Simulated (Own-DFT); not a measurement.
# Strain and stress in wurtzite AlN, 72 atoms (Al36N36)

All numbers below are calculated, not measured. The program, named Own-DFT, is a retired in-house plane-wave density functional code that no person has reviewed. Each row is one single-point run on a periodic cell that was not relaxed, without spin or spin-orbit coupling.

Settings of every run: PBE; PseudoDojo norm-conserving scalar-relativistic files; cutoff 42 hartree; 4 x 4 x 3 k mesh centred on Gamma; Gaussian smearing of 0.01 eV.

Known limits: k mesh not checked against a denser one; stress not checked against mesh or cutoff.

Unstrained cell vectors in Å: (9.336, 0.000, 0.000); (-4.668, 8.085, 0.000); (0.000, 0.000, 9.964). The unstrained cell has measured lattice constants (interpolated for alloys), not those of this functional. That, the random moves and any unrelaxed bonds set the pressure at no strain. Each run strains this cell uniformly, with the atoms carried along. Every atom was also moved at random, by a Gaussian of width 0.05 Å on each axis. Strain is the symmetric tensor, in per cent. Stress is positive in tension, and the pressure is minus a third of its trace.

| run | e_xx (%) | e_yy (%) | e_zz (%) | e_yz (%) | e_xz (%) | e_xy (%) | s_xx (GPa) | s_yy (GPa) | s_zz (GPa) | s_yz (GPa) | s_xz (GPa) | s_xy (GPa) | P (GPa) | E (meV/atom) |
|---|---|---|---|---|---|---|---|---|---|---|---|---|---|---|
| 1 | 1.27 | -0.92 | 0.92 | -0.38 | 1.14 | 0.25 | 2.09 | -9.90 | -3.58 | -1.73 | 2.91 | 1.31 | 3.79 | 22.2 |
| 2 | 1.32 | -1.27 | 1.46 | -0.77 | 0.92 | -1.68 | -0.99 | -9.37 | 0.73 | -2.99 | 2.83 | -6.68 | 3.21 | 33.7 |
| 3 | -0.23 | 1.64 | 1.23 | 1.97 | -1.84 | 0.78 | -4.70 | 2.70 | 0.69 | 5.06 | -5.18 | 2.55 | 0.44 | 11.5 |
| 4 | -1.54 | 1.18 | 1.65 | 1.08 | 0.00 | 0.81 | -11.05 | -1.63 | 1.27 | 2.72 | -0.09 | 5.11 | 3.80 | 35.8 |
| 5 | 1.26 | -0.40 | 0.58 | -1.25 | 1.66 | -1.38 | 1.31 | -6.43 | -2.67 | -3.37 | 4.04 | -4.95 | 2.60 | 6.4 |
| 6 | -0.32 | 0.25 | 1.90 | -1.85 | 0.20 | 1.86 | -6.96 | -5.24 | 4.21 | -4.89 | 0.49 | 6.07 | 2.66 | 30.5 |
| 7 | -0.44 | 0.12 | -0.88 | -0.26 | -0.79 | 0.69 | -8.89 | -3.30 | -11.70 | -1.38 | -2.74 | 2.25 | 7.96 | 13.5 |
| 8 | 0.05 | -0.39 | 0.14 | -0.03 | 0.23 | 0.71 | -6.15 | -8.59 | -3.51 | -1.10 | 0.76 | 3.44 | 6.08 | 17.4 |
| 9 | -1.82 | 1.66 | -1.12 | 1.17 | -1.85 | 0.08 | -12.56 | 0.33 | -13.61 | 2.74 | -4.63 | -0.24 | 8.62 | 33.8 |
| 10 | -1.26 | -0.15 | -1.88 | 1.66 | -0.97 | -0.36 | -13.11 | -6.99 | -19.81 | 4.59 | -2.11 | -0.45 | 13.30 | 38.7 |
| 11 | 1.58 | 1.44 | -0.23 | 1.09 | 1.68 | 1.05 | 2.29 | 2.67 | -6.66 | 2.58 | 2.86 | 3.93 | 0.57 | 33.0 |
| 12 | 0.70 | -1.37 | 1.60 | -0.75 | 0.20 | -0.48 | -1.35 | -13.77 | 1.31 | -1.90 | 0.56 | -1.79 | 4.60 | 23.2 |
| 13 | 1.46 | -1.33 | 1.94 | -0.70 | -0.98 | 0.10 | 0.62 | -6.32 | 2.00 | -1.81 | -1.85 | 0.80 | 1.23 | 0.0 |
| 14 | -0.29 | -0.59 | 0.34 | -1.11 | 0.28 | -1.00 | -10.28 | -8.17 | -1.94 | -2.74 | 0.56 | -2.16 | 6.80 | 14.0 |
| 15 | -0.62 | 0.80 | -2.00 | 0.38 | -1.62 | 0.61 | -8.86 | -2.91 | -18.41 | 0.76 | -3.78 | 1.75 | 10.06 | 44.9 |
| 16 | -0.99 | -1.54 | -1.79 | -1.21 | -0.29 | -1.49 | -14.08 | -15.19 | -16.82 | -2.88 | -1.67 | -6.34 | 15.36 | 48.4 |
| 17 | -1.08 | -0.30 | 2.00 | 1.81 | -1.66 | 1.92 | -9.45 | -8.21 | 1.20 | 5.06 | -3.69 | 7.81 | 5.48 | 43.2 |
| 18 | 1.93 | -1.11 | 0.48 | 0.58 | -0.93 | 0.15 | ? | ? | ? | ? | ? | ? | ? | ? |

E is the free energy for each atom above the lowest run shown.

## Worked fit

Each stress component was fitted by least squares to a constant and the strains of the runs shown, as fractions, with shears doubled. Shear strains stay in the fit of a normal stress only where such slopes are resolved. The slopes, in GPa:

| stress | at no strain | per e_xx | per e_yy | per e_zz | scatter |
|---|---|---|---|---|---|
| s_xx | -5.9 | 488 ± 33 | 106 ± 32 | 64 ± 24 | 1.27 |
| s_yy | -5.5 | 120 ± 41 | 487 ± 40 | 8 ± 30 | 1.60 |
| s_zz | -6.9 | 53 ± 44 | 41 ± 43 | 532 ± 33 | 1.71 |

Each shear stress against twice its own strain: yz 132 ± 7, xz 116 ± 9, xy 183 ± 13 GPa. These are stiffnesses along x, y and z of the frame in which the cell vectors are given, which need not be the crystal's axes. The atoms are held to the strained lattice; where symmetry lets them move under strain, relaxing them would lower some slopes. The table should be nearly symmetric about its diagonal, and what it lacks of that shows the noise. A ninth of its sum, 211 ± 5 GPa, estimates the bulk modulus near the mean pressure of these runs, 5.7 GPa, so it lies above the value at zero pressure.

## Withheld run

Question: what normal stresses and pressure should run 18 give?

The fit gives s_xx = 2.6, s_yy = -8.6, s_zz = -3.8 and P = 3.2 GPa. The calculation gave 3.05, -11.55, -2.58 and P = 3.69 GPa.
